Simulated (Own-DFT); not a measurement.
# How strain changes the stress of wurtzite AlN, 72 atoms (Al36N36)

All numbers below are calculated, not measured. The program, named Own-DFT, is a retired in-house plane-wave density functional code that no person has reviewed. Each row is one single-point run on a periodic cell that was not relaxed, without spin or spin-orbit coupling.

Settings of every run: PBE; PseudoDojo norm-conserving scalar-relativistic files; cutoff 42 hartree; 4 x 4 x 3 k mesh centred on Gamma; Gaussian smearing of 0.01 eV.

Known limits: k mesh not checked against a denser one; stress not checked against mesh or cutoff.

Unstrained cell vectors in Å: (9.336, 0.000, 0.000); (-4.668, 8.085, 0.000); (0.000, 0.000, 9.964). The unstrained cell has measured lattice constants (interpolated for alloys), not those of this functional. That, the random moves and any unrelaxed bonds set the pressure at no strain. Each run strains this cell uniformly, with the atoms carried along. Every atom was also moved at random, by a Gaussian of width 0.05 Å on each axis. Strain is the symmetric tensor, in per cent. Stress is positive in tension, and the pressure is minus a third of its trace.

| run | e_xx (%) | e_yy (%) | e_zz (%) | s_xx (GPa) | s_yy (GPa) | s_zz (GPa) | P (GPa) | E (meV/atom) |
|---|---|---|---|---|---|---|---|---|
| 1 | 0.00 | 0.00 | 2.50 | -3.16 | -4.35 | 4.74 | 0.92 | 7.4 |
| 2 | 0.00 | 0.00 | -1.25 | -6.11 | -5.13 | -13.92 | 8.39 | 21.3 |
| 3 | 0.00 | 0.00 | -0.25 | -6.63 | -4.51 | -6.59 | 5.91 | 9.3 |
| 4 | 0.00 | 0.00 | 1.50 | -3.27 | -4.04 | -0.30 | 2.53 | 9.0 |
| 5 | 0.00 | 0.00 | 1.25 | -6.56 | -3.14 | -0.44 | 3.38 | 14.0 |
| 6 | 0.00 | 0.00 | 2.25 | -3.84 | -3.92 | 4.85 | 0.97 | 0.0 |
| 7 | 0.00 | 0.00 | 0.25 | -2.70 | -6.23 | -6.76 | 5.23 | 9.8 |
| 8 | 0.00 | 0.00 | -1.00 | -7.57 | -3.61 | -11.06 | 7.41 | 2.4 |
| 9 | 0.00 | 0.00 | -0.75 | ? | ? | ? | ? | ? |

E is the free energy for each atom above the lowest run shown.

## Worked fit

The change of volume is close to e_xx + e_yy + e_zz. A straight line through the runs shown gives P = 5.64 - 197 x (fractional change of volume) GPa, with an error of 6 on the slope and a scatter of 0.24 GPa. The strain isn't the same on all axes and the cell isn't cubic, so the slope belongs to this path and is not the bulk modulus.

## Withheld run

Question: what pressure should run 9 give? Its volume changes by -0.75 %.

The line gives 7.1 GPa. The calculation gave 7.04 GPa.
